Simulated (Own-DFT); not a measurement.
# Computed records: Hf31SiO64 (monoclinic hafnia with substituted atoms, atoms displaced), Hf32O63 (monoclinic hafnia with one neutral oxygen vacancy, atoms displaced)

All values are calculated (Own-DFT development build). A calculation, not a measurement: plane-wave PBE and HSE06 DFT by an unreviewed code, no spin, of a simulated cell at Gamma alone, so results move with cell size and shape, stress positive in tension, energies less offsets, not probed for a lower state with spin; hafnium file: forces about 75 meV/angstrom off all-electron values; oxygen file: force components 24 meV/angstrom off all-electron in a glass; k mesh not checked against a denser one; forces and stress are PBE's, HSE06 gives the energy alone, and its difference from PBE has offsets of its own; offsets are fitted by least squares, one for each functional and potential file, so energies compare only between cells with the same atoms and settings and are not formation energies; the far tail of each file's local potential was reset to the Coulomb form; each entry is a single point on an unrelaxed cell, so the pressure reflects the starting lattice, mostly measured values, from which strain is counted, and rises with the displacements; printed positions are rounded, which can move forces by about a meV/angstrom; the program is a retired in-house code; no spin-orbit coupling.

Common to all runs: first functional PBE; second functional HSE06; exact exchange share 0.25; screening 0.11 1/bohr; exchange divergence Gygi-Baldereschi; potential files PseudoDojo norm-conserving, scalar-relativistic, made for PBE, standard set; wave cutoff 48 hartree; occupations fixed; k mesh 1 x 1 x 1 centred on Gamma.

(1) 
```xyz
96
Lattice="10.2340 0.0000 0.0000 0.0000 10.3500 0.0000 -1.6955 0.0000 10.4453" Properties=species:S:1:pos:R:3:force_x:R:1:force_y:R:1:force_z:R:1 formula=Hf31SiO64 PBE_energy_of_cell_above_offsets=-86.652 HSE06_less_PBE_above_offsets=0.288 PBE_pressure=4.65 PBE_stress_xx=-5.13 PBE_stress_yy=-4.52 PBE_stress_zz=-4.3 PBE_stress_yz=-0.53 PBE_stress_xz=-0.51 PBE_stress_xy=1.15
Hf     1.1920     0.1732     1.1315      1.931      2.137     -1.415
Hf     3.4624     2.8218     1.5703     -0.137     -0.418     -1.863
Hf     3.0995     4.9993     4.1501     -1.932     -1.073      0.447
Hf     0.8312     2.3067     3.6245     -0.985      2.029      3.321
O      0.1006     1.7394     1.8402     -0.702     -0.484     -1.449
O      4.6183     4.2943     0.7608       0.69     -0.189      0.685
O      4.1925     3.4290     3.3959     -0.718       1.29      0.545
O     -0.3317     0.7898     4.4416     -0.383       0.66     -1.737
O      1.9541     3.9187     2.4800     -0.651     -0.298      0.851
O      2.8188     1.3175     0.0814      -0.71        0.3       0.99
O      2.3237     1.2540     2.8419      1.386     -0.008     -2.543
O      1.4547     3.9014     5.1061      0.531      -0.91      0.355
Hf     0.3018     0.2297     6.2976      3.098     -2.299      0.206
Si     2.5683     2.7597     6.7458      1.378     -0.322      0.706
Hf     2.1345     4.9118     9.3758      1.065      0.872     -0.221
Hf    -0.0540     2.3863     8.9086      0.232     -0.962     -0.031
O     -0.7460     1.6137     6.9717     -2.648      3.395      1.709
O      3.7401     4.3214     6.0188     -0.758     -1.541      0.928
O      3.3425     3.3590     8.6591     -1.036      0.487     -1.678
O     -1.2831     0.8461     9.6227      1.513      1.067      0.294
O      1.0377     3.9535     7.7135      0.788     -1.714      0.304
O      1.9445     1.3138     5.2481      0.578      1.933      2.146
O      1.5263     1.2528     7.8844      1.039      1.408     -0.441
O      0.6994     3.8213    10.4393     -1.506     -0.407     -1.366
Hf     1.1381     5.3035     1.1996      2.337     -0.081     -1.969
Hf     3.4550     7.9562     1.5474      0.602     -0.734     -0.856
Hf     3.0268    10.1398     4.0839      0.113     -0.073      2.696
Hf     0.7681     7.5570     3.6681      0.552     -0.428      2.866
O      0.0051     6.7949     1.8369      0.487       0.92      0.826
O      4.6260     9.5674     0.7905     -0.726     -1.448      1.492
O      4.1668     8.6034     3.4000      0.212     -0.186     -0.474
O     -0.3799     5.9785     4.4516     -0.083      1.165     -0.815
O      1.8675     9.1985     2.5503     -0.234     -1.886     -0.701
O      2.8399     6.4394     0.1007     -0.342      0.924      0.607
O      2.3627     6.3941     2.7140     -0.379      1.244      0.085
O      1.5155     9.0615     5.1696     -1.127     -0.938     -1.948
Hf     0.4219     5.4152     6.3995     -0.161     -0.725     -2.151
Hf     2.6440     7.9543     6.6665     -1.544      0.224       2.24
Hf     2.1919    10.1359     9.4533      -0.62      0.649     -3.189
Hf    -0.0465     7.5650     8.9243      1.471     -0.087      0.009
O     -0.8065     6.9012     7.0487     -0.585      0.018      0.287
O      3.6822     9.3866     6.0485      3.102        2.6     -0.831
O      3.2891     8.6587     8.7142      1.151     -1.197     -0.609
O     -1.1877     6.0184     9.7204     -0.321      0.314     -0.666
O      0.9470     9.0697     7.7337      0.322     -0.112     -0.042
O      1.8528     6.5963     5.3326      0.567     -0.777     -0.873
O      1.5491     6.4192     7.9084     -0.247     -0.223      0.898
O      0.6367     9.0166    10.2847     -0.609     -0.486      1.798
Hf     6.3067     0.2378     1.0107      1.724     -0.375      0.956
Hf     8.5186     2.7401     1.5201       0.39      1.102      0.506
Hf     8.0795     4.9714     4.1372       1.72     -0.613     -0.018
Hf     5.8120     2.4073     3.6611      2.027     -1.151      1.143
O      5.1952     1.7606     1.8391     -0.096     -0.351     -0.831
O      9.7202     4.3461     0.7922     -0.773     -1.309      0.708
O      9.3282     3.4395     3.3645     -0.925      0.594       0.09
O      4.7212     0.9057     4.3799      0.187     -0.584      0.538
O      6.9285     3.9782     2.5193      0.646     -0.614      0.177
O      7.9611     1.3137     0.1334     -0.162      0.265     -0.413
O      7.5128     1.1932     2.7178     -0.289      1.601     -0.695
O      6.5218     3.8404     5.1342      0.467      0.127     -0.393
Hf     5.5692     0.2646     6.3608     -1.512     -1.276     -1.482
Hf     7.7073     2.7792     6.7044      1.588      0.579      0.483
Hf     7.2744     5.0407     9.4016      0.594     -1.358     -0.118
Hf     5.0999     2.4139     8.8612     -0.405     -0.215      0.742
O      4.3238     1.7228     6.9995     -1.925      1.478      -0.47
O      8.9824     4.2219     5.9953     -1.305      0.017       0.16
O      8.4670     3.3879     8.6357     -0.194      0.656      0.195
O      3.9203     0.9090     9.6015      0.405     -0.044      0.417
O      6.2286     3.9915     7.7107     -0.359     -0.943      0.339
O      7.0798     1.3481     5.3689     -0.146     -0.043     -0.683
O      6.6165     1.2441     7.9101      0.357      0.384      0.403
O      5.7363     3.8283    10.3687     -0.005     -0.185     -0.497
Hf     6.3410     5.4021     1.0924      0.282     -0.241      -0.38
Hf     8.7413     7.9861     1.5607     -4.546      0.759     -0.813
Hf     8.1420    10.1679     4.0543     -1.411      0.147      2.364
Hf     5.9234     7.5731     3.7118      0.543      1.037      0.046
O      5.2066     6.8189     1.8167     -1.925      1.749      0.206
O      9.8338     9.5181     0.8175     -1.232     -1.466        0.6
O      9.2259     8.6459     3.5005       2.15     -1.782     -1.104
O      4.7210     6.0824     4.3679      0.311     -0.334      0.574
O      7.0005     9.1109     2.4929     -0.217     -0.146     -0.033
O      7.9020     6.4922     0.1443      0.887      0.542      0.088
O      7.4503     6.5222     2.7518      1.025      -0.94        0.4
O      6.5404     9.0594     5.1673      0.189     -0.405     -0.732
Hf     5.5571     5.3449     6.2961     -1.644       0.27      0.897
Hf     7.7349     7.9567     6.8304     -0.506      1.584     -1.174
Hf     7.3172    10.1232     9.3618     -1.736      0.975      -0.03
Hf     5.0538     7.5186     8.8870     -0.876      1.213      0.995
O      4.3883     6.8469     7.0444     -0.767      0.352      -0.34
O      8.8353     9.5464     6.0797     -1.045     -1.388      0.057
O      8.4793     8.7004     8.7251      0.204     -1.835     -0.885
O      3.9545     6.0578     9.6686      -1.08     -0.756     -0.433
O      6.0725     9.1401     7.7328      0.863     -0.712      0.518
O      6.9476     6.5340     5.3938      1.431      0.016     -0.466
O      6.5889     6.4006     7.9934      1.137      0.816      -0.33
O      5.8000     9.0651    10.4182      -0.04      -0.83     -0.705
```

Units: PBE_energy_of_cell_above_offsets, HSE06_less_PBE_above_offsets in eV; PBE_pressure, PBE_stress_xx, PBE_stress_yy, PBE_stress_zz, PBE_stress_yz, PBE_stress_xz, PBE_stress_xy in GPa; force_x, force_y, force_z in eV/Å.

(2) 
```xyz
95
Lattice="10.2340 0.0000 0.0000 0.0000 10.3500 0.0000 -1.6955 0.0000 10.4453" Properties=species:S:1:pos:R:3:force_x:R:1:force_y:R:1:force_z:R:1 formula=Hf32O63 PBE_energy_of_cell_above_offsets=-83.498 HSE06_less_PBE_above_offsets=0.418 PBE_pressure=7.13 PBE_stress_xx=-7.28 PBE_stress_yy=-6.7 PBE_stress_zz=-7.4 PBE_stress_yz=0.24 PBE_stress_xz=-0.59 PBE_stress_xy=-0.32
Hf     1.1689     0.2604     1.0456       0.82     -3.479      0.007
Hf     3.4058     2.7803     1.5633      1.832      0.512      0.257
Hf     2.8852     4.9598     4.1817      4.902      0.092      0.651
Hf     0.8182     2.4390     3.6633     -0.399     -0.538      0.765
O      0.1486     1.6539     1.9066     -2.489      2.659      0.205
O      4.5581     4.3644     0.9043      0.801     -0.401     -0.228
O      4.1797     3.4631     3.4581     -0.318     -0.423      -0.32
O     -0.2991     0.9002     4.3638      0.168      0.009      0.519
O      1.8368     3.9166     2.5439     -0.111     -0.742      0.147
O      2.7392     1.2408     0.0310      1.806      2.091      0.835
O      2.4648     1.3051     2.7078     -0.136     -0.125      0.416
O      1.5707     3.8494     5.1840     -2.342     -1.046      -0.75
Hf     0.4178     0.1751     6.3062      0.687      1.542      0.703
Hf     2.5979     2.7031     6.6791      0.335      3.244      0.249
Hf     2.1696     4.9057     9.4381      0.716      0.878     -0.759
Hf     0.0964     2.4116     8.8771     -4.082     -0.636      0.008
O     -0.8151     1.7094     7.0994      0.954     -0.442      -0.67
O      3.8267     4.2240     6.0630       0.48      0.562     -0.216
O      3.3246     3.3712     8.5091      -0.05      1.346       2.82
O     -1.1386     0.8694     9.7357     -1.104      0.296     -2.438
O      1.0518     3.8748     7.7199     -0.448      0.717      0.442
O      2.0525     1.3030     5.3950     -0.445     -1.204      -2.37
O      1.5494     1.3191     7.8055     -0.008     -1.603      2.005
O      0.6500     3.8556    10.4203     -0.521     -1.117     -0.491
Hf     1.2074     5.3007     1.1476     -0.556      1.815     -1.876
Hf     3.5745     7.9029     1.6331      -2.45      0.494     -2.014
Hf     3.1243    10.2997     4.1068     -2.545      -3.25      0.473
Hf     0.8180     7.5051     3.7813      0.882      1.582     -2.371
O      0.1581     6.8681     1.7481     -1.691      0.942       1.14
O      4.6527     9.4312     0.9052       0.44      1.086     -0.711
O      4.3018     8.6390     3.4589     -4.945      3.133     -0.593
O     -0.2776     6.0568     4.4779     -1.903     -1.576     -0.099
O      1.8330     9.0574     2.4595      1.214      0.052      1.034
O      2.6931     6.5692     0.1667      0.737     -1.582     -0.684
O      2.4317     6.3152     2.7804     -0.507      1.373     -0.362
O      1.5282     9.0315     5.1206     -0.525     -0.153     -0.232
Hf     0.3313     5.3888     6.3799      1.833     -1.326     -0.212
Hf     2.5262     7.9199     6.6931      3.018      1.185      0.921
Hf     2.2265    10.3146     9.3738     -1.492     -4.172     -0.383
Hf     0.0605     7.5481     8.9140     -0.964     -0.159      2.338
O     -0.8031     6.7523     7.0682     -0.081      1.856       0.72
O      3.8703     9.3057     6.0469      0.564      1.926     -0.876
O      3.2390     8.6862     8.6249      1.585     -0.698      0.368
O     -1.2897     5.9117     9.5891      1.234      0.764     -0.099
O      1.0521     9.0646     7.7492      -1.23      0.449     -1.045
O      1.8715     6.4574     5.3344      0.912      0.572      0.241
O      1.7111     6.4005     7.8547     -1.625     -0.656      1.529
O      0.5979     8.9393    10.3266      0.713      0.943     -0.398
Hf     6.4386     0.0783     1.0661       -0.8      1.345      0.051
Hf     8.5041     2.7880     1.5120      1.617     -0.808     -0.051
Hf     8.1980     4.7670     4.2560      0.896      3.903      -2.22
Hf     5.9312     2.3449     3.6346     -0.441      1.414      0.945
O      5.2224     1.7391     1.8707     -0.933     -0.709     -1.676
O      9.6688     4.3522     0.7463     -0.049     -1.209      2.043
O      4.7841     0.8158     4.5129      0.848      1.394     -1.366
O      6.9916     3.9602     2.5935      1.348     -0.737     -1.765
O      6.3242     1.2877    10.3691     -1.183      0.466      1.971
O      7.4399     1.2759     2.6737      1.522     -1.153     -0.334
O      6.7218     3.8223     4.8951     -2.479     -1.108      3.235
Hf     5.5592     0.2469     6.2340       0.21     -1.725      2.742
Hf     7.6774     2.8597     6.7578      2.441     -3.494      0.336
Hf     7.1795     4.9458     9.3829       3.62      0.405       -1.1
Hf     4.9994     2.3767     8.9101      1.475       -1.3     -0.074
O      4.2521     1.7216     7.0965      2.804     -2.139     -0.631
O      8.8802     4.2703     6.1406      1.318      0.668     -1.182
O      8.3614     3.3273     8.6862      1.413      0.518       0.81
O      3.8758     0.8878     9.7324      1.218       1.11     -0.143
O      6.3772     3.9568     7.6733     -3.731      0.572      1.288
O      7.1353     1.4603     5.2700     -0.787     -1.831     -0.141
O      6.7705     1.2169     7.9049     -1.921      0.145     -1.105
O      5.7931     3.7538    10.4282      -2.08      0.524     -1.042
Hf     6.4634     5.3717     1.1089     -2.383      0.448      1.104
Hf     8.5162     7.8590     1.5766      2.107      0.931     -0.108
Hf     8.2746    10.1511     4.1244     -1.226      0.407      0.334
Hf     5.8285     7.7441     3.7374      4.013     -6.329      2.367
O      5.2954     6.8953     1.8468     -1.177     -0.064     -1.029
O      9.7495     9.5208     0.7445     -1.764     -1.301      0.961
O      9.2956     8.6110     3.4616      0.237     -0.523     -0.344
O      4.8578     6.1128     4.4610     -1.597     -1.076      0.145
O      6.8423     9.0327     2.5376      2.377      1.715     -1.522
O      7.8884     6.5717     0.0646      0.052     -0.838      0.467
O      7.4585     6.4725     2.6644      1.629     -0.766      0.549
O      6.7095     8.9379     5.1291      0.606       1.99      0.422
Hf     5.5144     5.3676     6.4491     -0.754      1.984     -3.956
Hf     7.8374     7.9774     6.7779      -2.03     -1.143     -1.129
Hf     7.2806    10.0458     9.2367      1.208      2.357      1.628
Hf     5.1193     7.5580     8.9374      -2.89      0.116     -1.896
O      4.4925     6.9265     6.9613     -2.798      0.863      1.063
O      8.9786     9.6070     6.0579     -1.617     -1.741     -0.032
O      8.3298     8.4820     8.7497      2.591     -1.118     -1.004
O      3.8686     5.9109     9.6608      1.491      1.025     -0.254
O      6.2146     9.0241     7.6204     -0.598      1.157      0.482
O      7.1348     6.3856     5.4819       0.99      0.337      0.013
O      6.5400     6.5324     7.9541       1.81      -1.79      1.266
O      5.7201     9.0253    10.2277     -0.274      0.316      1.288
```

Units: PBE_energy_of_cell_above_offsets, HSE06_less_PBE_above_offsets in eV; PBE_pressure, PBE_stress_xx, PBE_stress_yy, PBE_stress_zz, PBE_stress_yz, PBE_stress_xz, PBE_stress_xy in GPa; force_x, force_y, force_z in eV/Å.
